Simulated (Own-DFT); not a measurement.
# Response to strain: wurtzite GaN, 96 atoms (Ga48N48)

These are calculations, not measurements. They come from Own-DFT, an in-house plane-wave density functional program, since retired, whose code no person has reviewed. Each row is one single-point run on a periodic cell that was not relaxed, without spin or spin-orbit coupling.

Settings of every run: PBE; PseudoDojo norm-conserving scalar-relativistic files; cutoff 42 hartree; 3 x 4 x 3 k mesh centred on Gamma; Fermi-Dirac smearing of 0.1 eV.

Known limits: forces on such cells passed a denser k mesh, each cell not checked; stress not checked against mesh or cutoff.

Unstrained cell vectors in Å: (12.756, 0.000, 0.000); (-4.783, 8.285, 0.000); (0.000, 0.000, 10.370). The unstrained cell has measured lattice constants (interpolated for alloys), not those of this functional. That, the random moves and any unrelaxed bonds set the pressure at no strain. Each run strains this cell uniformly, with the atoms carried along. Every atom was also moved at random, by a Gaussian of width 0.05 Å on each axis. Strain is the symmetric tensor, in per cent. Stress is positive in tension, and the pressure is minus a third of its trace.

| run | e_xx (%) | e_yy (%) | e_zz (%) | e_yz (%) | e_xz (%) | e_xy (%) | s_xx (GPa) | s_yy (GPa) | s_zz (GPa) | s_yz (GPa) | s_xz (GPa) | s_xy (GPa) | P (GPa) | E (meV/atom) |
|---|---|---|---|---|---|---|---|---|---|---|---|---|---|---|
| 1 | -1.59 | 0.93 | 0.79 | 0.63 | -0.31 | 0.59 | -13.54 | -5.38 | -3.64 | 1.83 | -1.04 | 3.13 | 7.52 | 11.0 |
| 2 | 0.20 | 0.81 | 1.83 | -1.69 | -0.36 | -1.97 | -3.81 | -2.06 | -1.55 | -2.71 | -0.73 | -5.36 | 2.47 | 13.6 |
| 3 | 1.18 | -0.84 | 0.68 | -1.67 | -0.93 | 0.40 | -2.74 | -8.37 | -5.44 | -2.97 | -1.98 | 0.98 | 5.52 | 9.8 |
| 4 | 1.90 | 1.70 | -1.13 | -1.51 | 1.71 | 0.30 | 0.36 | 0.22 | -9.99 | -2.79 | 3.80 | 0.65 | 3.14 | 12.0 |
| 5 | 1.62 | -1.04 | -0.90 | 1.17 | -1.25 | 1.93 | -2.00 | -12.22 | -12.63 | 1.59 | -2.37 | 5.58 | 8.95 | 36.5 |
| 6 | 0.86 | -1.40 | 1.31 | -0.82 | 1.39 | -1.86 | -5.73 | -12.02 | -1.32 | -1.81 | 2.64 | -5.80 | 6.36 | 16.6 |
| 7 | -1.46 | -0.97 | 1.47 | -1.76 | -0.01 | 0.00 | -13.72 | -12.95 | -3.31 | -3.82 | -0.33 | 0.63 | 9.99 | 29.2 |
| 8 | -0.38 | -1.07 | -1.02 | -1.27 | -0.32 | -0.98 | -10.08 | -15.71 | -14.66 | -3.14 | -0.09 | -3.73 | 13.49 | 47.8 |
| 9 | 0.44 | -1.00 | 0.95 | -1.03 | -1.66 | 1.39 | -6.61 | -10.80 | -3.70 | -1.14 | -3.78 | 5.83 | 7.04 | 12.5 |
| 10 | 0.00 | 1.71 | 1.20 | -1.77 | 1.40 | -0.43 | -4.40 | -1.03 | -1.44 | -3.46 | 2.81 | -1.03 | 2.29 | 13.3 |
| 11 | 1.18 | 1.75 | 1.55 | -0.87 | -1.17 | 0.62 | 0.49 | 1.51 | -0.31 | -1.68 | -1.95 | 2.17 | -0.56 | 5.8 |
| 12 | -0.31 | -1.04 | 0.43 | -1.88 | 0.10 | 0.53 | -10.69 | -12.10 | -7.59 | -3.87 | -0.38 | 1.94 | 10.13 | 39.3 |
| 13 | 1.64 | -0.14 | -1.35 | -1.45 | 0.30 | 0.15 | -3.21 | -6.40 | -13.05 | -2.77 | 1.29 | -0.07 | 7.55 | 21.7 |
| 14 | 1.01 | 0.62 | -1.30 | 1.00 | -1.02 | -0.23 | -3.88 | -4.65 | -13.55 | 2.19 | -2.52 | 0.68 | 7.36 | 23.6 |
| 15 | -1.41 | 1.76 | -0.96 | -1.39 | -1.60 | -1.99 | -12.84 | -3.83 | -10.75 | -2.94 | -3.94 | -5.93 | 9.14 | 31.4 |
| 16 | 0.64 | 1.08 | 1.95 | -0.69 | 1.00 | -1.96 | -3.60 | -1.16 | 0.41 | -1.52 | 2.45 | -6.11 | 1.45 | 18.7 |
| 17 | 1.46 | 1.16 | -0.14 | 0.48 | 0.20 | 0.14 | -0.61 | -1.86 | -6.22 | 0.82 | -0.55 | -0.23 | 2.90 | 0.0 |
| 18 | 0.30 | -0.76 | 1.57 | -0.85 | -0.54 | 1.91 | ? | ? | ? | ? | ? | ? | ? | ? |

E is the free energy for each atom above the lowest run shown.

## Worked fit

Each stress component was fitted by least squares to a constant and the strains of the runs shown, as fractions, with shears doubled. Shear strains stay in the fit of a normal stress only where such slopes are resolved. The slopes, in GPa:

```
stress  at no strain  per e_xx  per e_yy  per e_zz  scatter
  s_xx          -7.9  414 ± 19  103 ± 17   74 ± 18     0.83
  s_yy          -8.3  143 ± 20  413 ± 18   94 ± 19     0.88
  s_zz          -8.1   40 ± 25   76 ± 22  419 ± 23     1.09
```

Each shear stress against twice its own strain: yz 95 ± 6, xz 104 ± 7, xy 160 ± 8 GPa. These are stiffnesses along x, y and z of the frame in which the cell vectors are given, which need not be the crystal's axes. The atoms are held to the strained lattice; where symmetry lets them move under strain, relaxing them would lower some slopes. The table should be nearly symmetric about its diagonal, and what it lacks of that shows the noise. A ninth of its sum, 197 ± 4 GPa, estimates the bulk modulus near the mean pressure of these runs, 6.2 GPa, so it lies above the value at zero pressure.

## Withheld run

Question: what normal stresses and pressure should run 18 give?

The fit gives s_xx = -6.3, s_yy = -9.5, s_zz = -1.9 and P = 5.9 GPa. The calculation gave -4.92, -12.48, -1.45 and P = 6.28 GPa.
